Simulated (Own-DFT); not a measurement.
# Hybrid less PBE against volume: monoclinic HfO2, 94 atoms (Hf32O62), with two O vacancies

These are calculations. Each geometry was run twice at fixed positions with Own-DFT, a retired in-house plane-wave program that no person has reviewed: with PBE, and with HSE06 (exact exchange share 0.25 at short range, screening 0.11 per bohr, Gygi-Baldereschi treatment of its divergence). Both used PseudoDojo norm-conserving files made for PBE, a cutoff of 48 hartree, the Gamma point alone, fixed occupations, a neutral cell and no spin. The unstrained cell is 10.1 Å across at its thinnest, so Gamma alone is coarse and defects feel their images. The hafnium file keeps the 4f electrons in the core, and its forces lie about 75 meV/Å off all-electron values. The oxygen file's force components were 24 meV/Å off all-electron values in a glass.

Unstrained cell vectors in Å: (10.234, 0.000, 0.000); (0.000, 10.350, 0.000); (-1.696, 0.000, 10.445), volume V0 = 1106.4 Å³, from measured lattice constants. Each geometry has its own random strain of a few per cent, its own defect sites and random moves of rms u per axis. HSE06 gave the energy alone. D is its energy less that of PBE, over the lowest D shown. The PBE stress wasn't checked against mesh or cutoff.

| run | V - V0 (Å³) | u (Å) | P with PBE (GPa) | D (eV) |
|---|---|---|---|---|
| 1 | -22.3 | 0.0479 | 11.81 | 0.341 |
| 2 | -3.2 | 0.0287 | 4.90 | 0.613 |
| 3 | -10.0 | 0.0521 | 7.70 | 0.788 |
| 4 | -17.4 | 0.0508 | 10.41 | 0.610 |
| 5 | -23.5 | 0.0526 | 11.77 | 0.483 |
| 6 | 2.3 | 0.0315 | 3.21 | 0.840 |
| 7 | -29.7 | 0.0502 | 14.14 | 0.238 |
| 8 | -40.2 | 0.0503 | 15.86 | 0.000 |
| 9 | -23.1 | 0.0302 | 9.29 | 0.260 |
| 10 | -24.8 | 0.0292 | 10.16 | 0.189 |
| 11 | -5.4 | 0.0472 | 5.80 | 0.893 |
| 12 | -10.6 | 0.0504 | 8.40 | 0.763 |
| 13 | -10.0 | 0.0498 | 7.35 | 0.773 |
| 14 | -16.2 | 0.0506 | 9.64 | ? |

## Analysis

D = 0.65 + 0.0249 (V - V0) + 145 u² eV, with an error of 0.0012 on the volume slope, 18 on the last term and a scatter of 0.05 eV. Pressure is -dE/dV, and 1 eV/Å³ is 160.2 GPa, so HSE06 changes the pressure by -4.0 ± 0.2 GPa. With the ions held to the strained lattice, the PBE pressure falls by 304 ± 15 GPa per unit of volume strain; the shape of the strain isn't fitted, so the true error is larger, and a relaxed crystal would be softer. On that slope HSE06's volume at a given pressure is about 1.3 % smaller, or 0.4 % in lengths. At u = 0 and V0 the PBE pressure is 2.6 GPa, which puts the zero-pressure volume, against the measured cell and with the defects in, at +0.9 % for PBE and -0.4 % for HSE06, each good to a few tenths of a per cent.

## Prediction

Q: what D should run 14 give?

Estimate: 0.61 eV, with rows scattering by 0.05. The run itself gave 0.558 eV.
